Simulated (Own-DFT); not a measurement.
# What random displacements cost in hexagonal WC, 64 atoms (C32W32)

All numbers below are calculated, not measured. They come from Own-DFT, an in-house plane-wave density functional program, since retired, whose code no person has reviewed. Each row is one single-point run on a periodic cell that was not relaxed, without spin or spin-orbit coupling.

Settings of every run: PBE; PseudoDojo norm-conserving scalar-relativistic files; cutoff 50 hartree; 4 x 4 x 4 k mesh centred on Gamma; cold (Marzari-Vanderbilt) smearing of 0.2 eV.

Known limits, some of them of some rows only: some atoms lie very close together; forces on such cells moved up to 12 meV/angstrom on a denser k mesh; stress not checked against mesh or cutoff.

Cell vectors in Å: (5.833, -5.052, -2.839); (0.000, -5.052, 8.518); (-5.833, -5.052, -2.839). In each run every atom was moved at random and independently from its ideal site; u is the rms move along one axis. E is the free energy for each atom above the fitted value at u = 0, and F the rms of the force components.

```
run,u (Å),E (meV/atom),F (eV/Å),largest force (eV/Å),P (GPa)
1,0.0181,13.8,0.519,2.37,3.19
2,0.0193,14.2,0.504,2.10,3.20
3,0.0491,96.5,1.466,5.62,6.70
4,0.0518,113.1,1.575,7.40,7.38
5,0.0922,?,?,?,?
6,0.0958,385.5,3.217,17.97,18.00
7,0.1007,382.5,2.965,14.87,18.05
8,0.1398,717.6,4.117,16.15,31.84
```

## Worked fit

For small independent moves the energy grows as E = (3/2) K u², with K the mean stiffness felt by one atom. The runs with u up to 0.11 Å give K = 26.9 ± 0.7 eV/Å², with residuals divided by u² + 0.0006 Å², since the noise grows with the moves. The scatter is 5.4 meV/atom at u = 0.05 Å. The forces follow F = G u with G = 29.7 eV/Å²; no force at u = 0 is resolved. G exceeds K because the moves of its neighbours add to the force on an atom, and stiffness differs between atoms. The pressure follows P = 2.83 + 1575 u² GPa: at fixed volume, shortened bonds push harder than stretched ones pull.

## Withheld run

Question: what energy and rms force should run 5 give?

The fit gives 343 ± 18 meV/atom and about 2.74 eV/Å. The calculation gave 354.3 meV/atom and 2.938 eV/Å.
